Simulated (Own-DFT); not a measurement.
# Computed records: SiC (4H silicon carbide, atoms displaced)

All values are calculated (Own-DFT development build). A calculation, not a measurement: plane-wave PBE density functional theory by an unreviewed code, no spin, of a simulated periodic cell, stress positive in tension, free energy of the whole cell less one offset for each atom, forces on such cells passed a denser k mesh, this cell's mesh not checked; offsets are fitted by least squares, one for each functional and potential file, so energies compare only between cells with the same atoms and settings and are not formation energies; the far tail of each file's local potential was reset to the Coulomb form; each entry is a single point on an unrelaxed cell, so the pressure reflects the starting lattice, mostly measured values (interpolated for alloys), from which strain is counted, and rises with the displacements; printed positions are rounded, which can move forces by about a meV/angstrom; the program, named Own-DFT, is a retired in-house code; no spin-orbit coupling.

Settings shared by all entries: functional PBE; potential files PseudoDojo norm-conserving, scalar-relativistic, standard set; wave cutoff 42 hartree; occupations Fermi-Dirac; smearing width 0.1 eV; hardware one NVIDIA H100; k mesh 4 x 4 x 3 centred on Gamma.

(1) 
```xyz
72
Lattice="9.2481 0.0000 0.0000 -4.6241 8.0091 0.0000 0.0000 0.0000 10.0681" Properties=species:S:1:pos:R:3:force_x:R:1:force_y:R:1:force_z:R:1 formula=SiC free_energy_of_cell_above_offsets=-10.621 pressure=3.72 stress_xx=-2.82 stress_yy=-3.65 stress_zz=-4.68 stress_yz=-0.27 stress_xz=0.28 stress_xy=0.89 wall_time=368.7
Si    -4.5962     7.9861     4.1379     -0.826      0.804     -1.145
Si    -0.0292     1.7893     1.6305      0.545      0.168     -1.573
C      0.0271     0.0186     0.9716      -0.39     -0.124      -0.26
C     -0.0240     1.7962     3.4302       0.55     -0.709      2.153
Si    -1.5261     2.6788     4.0904     -0.406      0.222      0.347
Si    -1.5417     4.4642     1.5907      0.697     -0.588      0.204
C      7.6893     2.6301     0.9299      0.393      1.101      0.397
C     -1.5141     4.4562     3.4935     -0.487      0.289     -0.247
Si     6.1628     5.3317     4.1363      0.833      0.638     -0.859
Si    -3.1231     7.0932     1.5898      1.406      0.713       0.03
C     -3.0219     5.3513     0.9778     -1.993     -0.398     -0.943
C     -3.1058     7.1541     3.4500      0.754      -0.97      1.174
Si    -1.5233     7.9969     4.1420     -0.212      0.155     -2.018
Si     3.0933     1.7643     1.5308     -0.375      0.123      0.525
C     -1.5425     7.9989     0.9958     -0.249      -0.17     -1.464
C      3.1098     1.7623     3.4094     -0.369      0.314      1.434
Si     1.5496     2.6657     4.1044     -0.137      0.202     -1.548
Si     1.5674     4.4540     1.5862     -0.778      0.529      -0.48
C      1.5273     2.6761     0.9833     -0.056     -0.209     -0.681
C      1.4834     4.4837     3.4549      1.821      -0.77      0.545
Si     0.0288     5.3914     4.1154     -0.884     -1.186     -0.117
Si     0.0036     7.0955     1.5583     -0.211      0.962      0.215
C     -0.0181     5.3831     0.9685       0.56     -1.675     -1.095
C      0.0157     7.0808     3.4330     -0.321       1.25      0.941
Si     1.5333     7.9899     4.0744      0.047      0.099      0.422
Si     6.1465     1.8350     1.6003     -0.287     -1.091     -0.731
C      6.1460     0.0060     0.9394      0.475      0.513      0.744
C      6.1695     1.7504     3.4770      0.092      0.735      0.022
Si     4.6285     2.6720     4.0814     -0.064     -0.313     -0.696
Si     4.6029     4.4642     1.5831      0.564      0.063     -0.162
C      4.5972     2.6851     0.9231      0.322      0.371      0.083
C      4.6561     4.4637     3.5039     -0.882     -0.258     -0.502
Si     3.0852     5.3365     4.0956     -0.514     -0.429     -0.115
Si     3.1087     7.1759     1.5958     -0.836     -0.897     -0.261
C      3.0823     5.3729     0.9125      0.309      0.119      0.708
C      3.0851     7.0970     3.5102      0.324      0.566     -0.379
Si    -4.5768     7.9562     9.1687     -0.696      2.065     -0.842
Si     4.5493     6.1965     6.6126      1.814      0.419     -0.324
C      4.6135     7.9943     5.9790        0.1     -0.095       0.55
C      4.6237     6.2572     8.4873     -0.258     -0.969      0.093
Si     6.1089     5.3135     9.1068      1.317      0.067      0.661
Si     6.1580     3.5815     6.5387     -0.366     -0.129      1.919
C     -3.0404     5.3198     5.9941     -1.346      1.415      0.169
C      6.1856     3.5303     8.5141     -0.628      0.749     -0.921
Si    -1.5136     2.6572     9.1146     -0.506      0.139      0.215
Si     7.7133     0.8888     6.6088     -0.292      1.308      0.004
C     -1.5892     2.7794     5.9936      2.095     -2.442     -0.542
C      7.6965     0.9148     8.4918      0.895     -1.063      0.381
Si     6.1576     0.0473     9.1552      0.321      -0.57      -0.57
Si     1.6066     6.2511     6.6562     -2.365      0.312     -0.575
C      6.1501     0.0386     6.0018      0.699     -0.981     -0.661
C      1.5632     6.2082     8.5004     -0.793      0.946       0.53
Si     3.0929     5.3501     9.0964      -0.28     -0.118      0.837
Si     3.0684     3.6060     6.5717      0.037      -2.09      1.007
C      3.0208     5.3143     6.0220      1.297      0.953     -1.346
C      3.0796     3.5581     8.5344      -0.81      0.708     -1.431
Si     4.5801     2.7165     9.0733      1.446     -0.212       1.39
Si     4.6454     0.8949     6.6021     -0.754      0.765      0.457
C      4.6373     2.6983     5.9232     -0.836     -0.356      1.034
C      4.6307     0.9714     8.5305     -0.035     -1.546     -1.049
Si     3.1302     0.0008     9.0937     -0.866      0.656      1.332
Si    -1.5210     6.2570     6.6319     -0.155     -1.107     -0.068
C     -1.5759     7.9923     5.9857      1.398      0.366      0.176
C     -1.5750     6.2515     8.5192      0.361     -0.576     -0.499
Si    -0.0337     5.3148     9.0992      0.591      0.911      0.979
Si     0.0348     3.5789     6.6195     -1.123       0.02     -0.352
C      0.0064     5.3397     5.9834      0.655      0.973      0.634
C      0.0245     3.5606     8.5120     -0.547     -0.064     -0.335
Si     1.5130     2.6719     9.1383      0.781      0.025      0.468
Si     1.5656     0.8369     6.6183     -1.128      1.513     -0.541
C      1.5182     2.6958     5.9357      0.684      -1.05      1.092
C      1.5623     0.9320     8.4502     -0.125     -1.091      1.461
```

Units: free_energy_of_cell_above_offsets in eV; pressure, stress_xx, stress_yy, stress_zz, stress_yz, stress_xz, stress_xy in GPa; wall_time in s; force_x, force_y, force_z in eV/Å.

(2) 
```xyz
72
Lattice="9.2481 0.0000 0.0000 -4.6241 8.0091 0.0000 0.0000 0.0000 10.0681" Properties=species:S:1:pos:R:3:force_x:R:1:force_y:R:1:force_z:R:1 formula=SiC free_energy_of_cell_above_offsets=-10.681 pressure=3.72 stress_xx=-4.26 stress_yy=-2.4 stress_zz=-4.5 stress_yz=-0.14 stress_xz=-0.26 stress_xy=0.02 wall_time=351.7
Si     4.5920     7.9876     4.1582      0.331     -0.039     -1.726
Si    -0.0305     1.7943     1.5310      0.752     -1.093      0.812
C      4.5880     8.0007     0.9495      1.656      0.464     -1.015
C      0.0331     1.7138     3.4417     -0.851      1.342     -0.003
Si    -1.5042     2.6855     4.0773     -0.377     -1.025       0.28
Si    -1.5744     4.4337     1.6059      0.875      0.643     -0.455
C     -1.5237     2.6731     0.9452     -0.818       0.75     -0.817
C     -1.5320     4.4852     3.5229      0.405     -1.057     -1.147
Si    -3.0491     5.3158     4.0866     -1.549      0.879      0.431
Si    -3.0700     7.0874     1.5700      -0.42       1.16     -0.119
C     -3.0708     5.3433     0.9562     -0.846     -0.864     -0.401
C     -3.1104     7.1232     3.4473      0.475      -0.49      0.722
Si    -1.5576     8.0053     4.1309     -0.055      0.327     -1.234
Si     3.0586     1.7679     1.5922     -0.129      0.006      0.598
C      3.1149     0.0271     0.8947     -0.753     -0.618      1.944
C      3.0719     1.8040     3.5285      0.196     -0.747     -1.301
Si     1.5250     2.6763     4.0469      0.211     -0.335      1.005
Si     1.4777     4.4664     1.5637      0.859     -0.475       0.47
C      1.5268     2.6540     0.9481      0.004      0.499      0.066
C      1.5811     4.4576     3.4906     -1.834     -0.364     -0.868
Si     0.0105     5.3265     4.1039      0.447      1.014     -0.263
Si     0.0100     7.1726     1.5971      0.254     -0.413     -0.465
C     -0.0019     5.3627     0.9381     -1.026      0.152      0.981
C      0.0086     7.1618     3.4795     -0.374     -0.844      0.219
Si     6.1816     0.0027     4.0921     -0.221      0.293     -0.436
Si     6.1780     1.8316     1.5481     -0.341     -1.177      0.598
C      6.1497     0.0470     0.9061      0.614     -0.118      0.484
C      6.1499     1.7625     3.4521      0.799      0.968      0.036
Si     4.6305     2.6939     4.0594     -0.135     -1.301      1.355
Si     4.5862     4.4049     1.6032     -0.101      1.002     -0.959
C      4.5817     2.6400     0.9767      0.623      0.659     -0.758
C      4.5971     4.3981     3.4424      0.764      1.491      0.864
Si     3.0584     5.3075     4.1056      1.054      0.971     -0.977
Si     3.1204     7.1504     1.5244      -1.95     -0.939      1.049
C      3.0103     5.3117     0.9634      1.446      0.455     -0.508
C      3.0551     7.1133     3.4698      0.615     -0.355     -0.177
Si     9.2233     0.0210     9.0885      1.404     -0.779      1.274
Si     4.6014     6.2196     6.5728      0.527       1.04      0.855
C      0.0217     0.0494     5.9822     -0.513     -1.015      0.669
C      4.6293     6.2681     8.5004     -0.329     -1.082     -0.388
Si     6.1521     5.3436     9.0978      0.015      0.216      0.549
Si     6.1612     3.5510     6.5960     -0.046     -0.049     -0.193
C     -3.0855     5.3611     6.0221      -0.26     -0.972     -1.123
C      6.1314     3.5590     8.4767      0.353      0.395      0.472
Si     7.6741     2.6981     9.0541      1.093     -0.541      0.929
Si     7.6927     0.8949     6.6041      1.082      0.252       0.37
C     -1.4749     2.6829     6.0055     -1.889     -0.422     -0.847
C      7.7464     0.8380     8.5233     -1.145      2.248     -1.284
Si     6.1865     0.0862     9.0971      0.094     -2.225      0.621
Si     1.5174     6.1998     6.5915      0.682      0.997      0.498
C      6.1995     0.0689     5.9466     -0.928     -1.668      0.614
C      1.5919     6.2240     8.5170     -1.205      0.621     -0.525
Si     3.1027     5.3147     9.1175     -0.244      0.309      0.403
Si     3.0766     3.5831     6.6180      0.123     -0.554     -0.912
C      3.1033     5.3580     5.9348     -0.767     -0.422      0.984
C      3.0656     3.5332     8.4624      0.813       0.51      1.091
Si     4.6302     2.6740     9.1509     -0.576      0.025     -0.506
Si     4.6393     0.8688     6.6257     -0.466      0.686     -0.974
C      4.6147     2.6668     6.0142      0.237      0.132     -1.013
C      4.7067     0.9358     8.4713     -1.825     -0.673      0.621
Si    -1.5395     7.9890     9.1667      0.451      1.103     -1.728
Si    -1.5450     6.1613     6.6272     -0.056      1.874     -0.237
C      3.0447     0.0044     5.9489      1.447      -1.09      1.429
C     -1.5726     6.2738     8.4991      0.761     -1.096       0.22
Si    -0.0184     5.3850     9.1632      0.599     -0.724     -1.273
Si    -0.0062     3.5476     6.5872      1.344        0.2      0.678
C     -0.0233     5.3198     5.9774      0.384      0.233     -0.053
C      0.0018     3.5539     8.4674      0.004      0.532      0.846
Si     1.5820     2.6677     9.1424      -1.31     -0.339     -0.644
Si     1.5798     0.8722     6.6077     -0.693      1.147      0.299
C      1.5504     2.6970     5.9563     -0.112     -0.459      0.151
C      1.5471     0.8565     8.5165      0.349      0.765      -0.16
```

Units: free_energy_of_cell_above_offsets in eV; pressure, stress_xx, stress_yy, stress_zz, stress_yz, stress_xz, stress_xy in GPa; wall_time in s; force_x, force_y, force_z in eV/Å.

(3) 
```xyz
72
Lattice="9.2481 0.0000 0.0000 -4.6241 8.0091 0.0000 0.0000 0.0000 10.0681" Properties=species:S:1:pos:R:3:force_x:R:1:force_y:R:1:force_z:R:1 formula=SiC free_energy_of_cell_above_offsets=-10.829 pressure=3.7 stress_xx=-2.95 stress_yy=-4.41 stress_zz=-3.72 stress_yz=-0.28 stress_xz=-0.3 stress_xy=-0.21 wall_time=364
Si    -0.0023     0.0184     4.1432     -0.073     -0.547     -1.086
Si    -0.0022     1.7876     1.6093     -0.276     -0.409     -0.537
C      4.6265     7.9977     0.9633     -0.841      0.418      -0.65
C     -0.0066     1.7818     3.4961      0.382      -0.46     -0.342
Si     7.7014     2.6266     4.0616      0.129      1.082      1.428
Si    -1.4927     4.3803     1.5785     -1.018       2.02     -0.221
C     -1.5366     2.6834     0.9166      -0.14     -1.295       0.65
C     -1.5524     4.4265     3.4416      0.516     -0.188       0.69
Si    -3.0574     5.3547     4.0784      -0.08     -0.821      0.098
Si    -3.1317     7.1152     1.5653      1.081     -0.288      0.689
C     -3.0599     5.3569     0.9625     -0.665     -0.898     -0.615
C     -3.0743     7.1024     3.5353     -1.369      0.516     -1.632
Si     3.0020     0.0128     4.0541      2.669     -0.593      0.916
Si     3.0811     1.7621     1.5779     -0.638      0.795     -0.592
C      3.0511     0.0242     0.9399      0.205     -0.686      0.247
C      3.0902     1.7471     3.4396      0.092      0.806      0.438
Si     1.5694     2.6305     4.0939     -0.465      1.001     -0.463
Si     1.5457     4.4686     1.5752      -0.73     -0.055     -0.204
C      1.4779     2.7062     0.9783       1.27     -0.732     -0.662
C      1.5178     4.4379     3.4423      0.979     -0.315       0.42
Si     0.0353     5.3334     4.1036     -1.064     -0.001     -0.715
Si     0.0010     7.1263     1.5117     -0.466      -0.28      1.404
C      0.0027     5.3407     0.9325      -0.09     -0.001     -0.571
C      0.0093     7.1083     3.4516     -0.534      0.353      -0.16
Si     6.1836     0.0044     4.0623     -1.024     -1.025      1.063
Si     6.1690     1.7306     1.5845     -0.378      1.999      0.011
C      6.1794     0.0288     0.9892      -0.35     -1.058     -1.634
C      6.1645     1.7418     3.5103      0.112      0.828     -1.019
Si     4.6487     2.6592     4.1031      -0.66      0.114      -0.03
Si     4.5554     4.4527     1.5769      1.604     -0.056     -0.499
C      4.5872     2.6587     0.9189      0.649      0.048      0.229
C      4.6414     4.4675     3.4519     -0.289     -0.586      0.531
Si     3.0792     5.3242     4.0709     -0.129      0.024      0.381
Si     3.0561     7.0985     1.5450      0.739       0.59      1.113
C      3.0457     5.3546     0.9389      0.551     -0.257     -0.635
C      3.0739     7.1276     3.4956      0.679     -0.321     -0.552
Si     4.5862     7.9927     9.0900      1.191      0.453      1.178
Si     4.6448     6.2817     6.5783     -0.411     -1.515       0.13
C      0.0665     0.0236     5.9913      -1.89     -0.299      0.151
C      4.6311     6.2394     8.4803     -0.295     -0.113     -0.375
Si     6.1286     5.3293     9.0912      1.539      0.853      1.095
Si     6.1545     3.5769     6.5926      0.485     -0.531      0.323
C     -3.0423     5.3684     5.9902     -2.156     -1.187      -0.96
C      6.1906     3.5810     8.5061     -0.484     -0.462     -0.455
Si    -1.5178     2.6864     9.1261      0.091      0.128     -0.418
Si     7.7188     0.8812     6.6453     -0.412     -0.159     -0.463
C     -1.5056     2.6475     6.0434     -1.227     -0.075     -1.299
C      7.6839     0.8786     8.5371      0.791      0.637     -0.601
Si     6.1868     0.0021     9.1067     -0.942      -0.56       0.64
Si     1.5476     6.2419     6.5706     -0.499     -1.418       0.57
C      1.5358     7.9752     5.9923       0.35      1.094       -0.4
C      1.5513     6.2029     8.5100      0.049      0.911      -0.56
Si     3.1085     5.3422     9.0721     -0.833      0.168       0.88
Si     3.0579     3.5522     6.6018      0.143     -0.401      0.158
C      3.1025     5.2786     5.9779      0.077      1.693     -0.376
C      3.0263     3.5921     8.5015       1.42     -0.865     -0.312
Si     4.6349     2.6773     9.0728     -0.508      0.058      0.723
Si     4.6018     0.8733     6.6565      0.355     -0.464     -1.532
C      4.6063     2.6345     6.0058      0.313      0.631      -0.32
C      4.6360     0.8897     8.4742     -0.231     -0.022      1.415
Si    -1.5558     8.0070     9.1570      0.648     -0.083      -0.81
Si    -1.6161     6.2206     6.5788      3.024      0.857      0.217
C      3.0745     0.0041     5.9665      0.097     -0.265     -0.299
C     -1.4996     6.2690     8.4401     -1.332     -0.581      0.922
Si    -0.0215     5.3509     9.0771      0.573      0.268      0.758
Si     0.0004     3.5226     6.6279      0.319      0.921     -1.063
C     -0.0364     5.2874     5.9438      0.385      0.833       0.93
C      0.0304     3.6150     8.4598      -0.56     -1.484      0.983
Si     1.5383     2.6848     9.1245     -0.412     -0.468      0.401
Si     1.5537     0.8369     6.6079      0.965      1.827      0.301
C      1.5320     2.6889     5.9433      0.257     -1.126      0.884
C      1.5741     0.8491     8.4968     -1.256      1.022      0.098
```

Units: free_energy_of_cell_above_offsets in eV; pressure, stress_xx, stress_yy, stress_zz, stress_yz, stress_xz, stress_xy in GPa; wall_time in s; force_x, force_y, force_z in eV/Å.
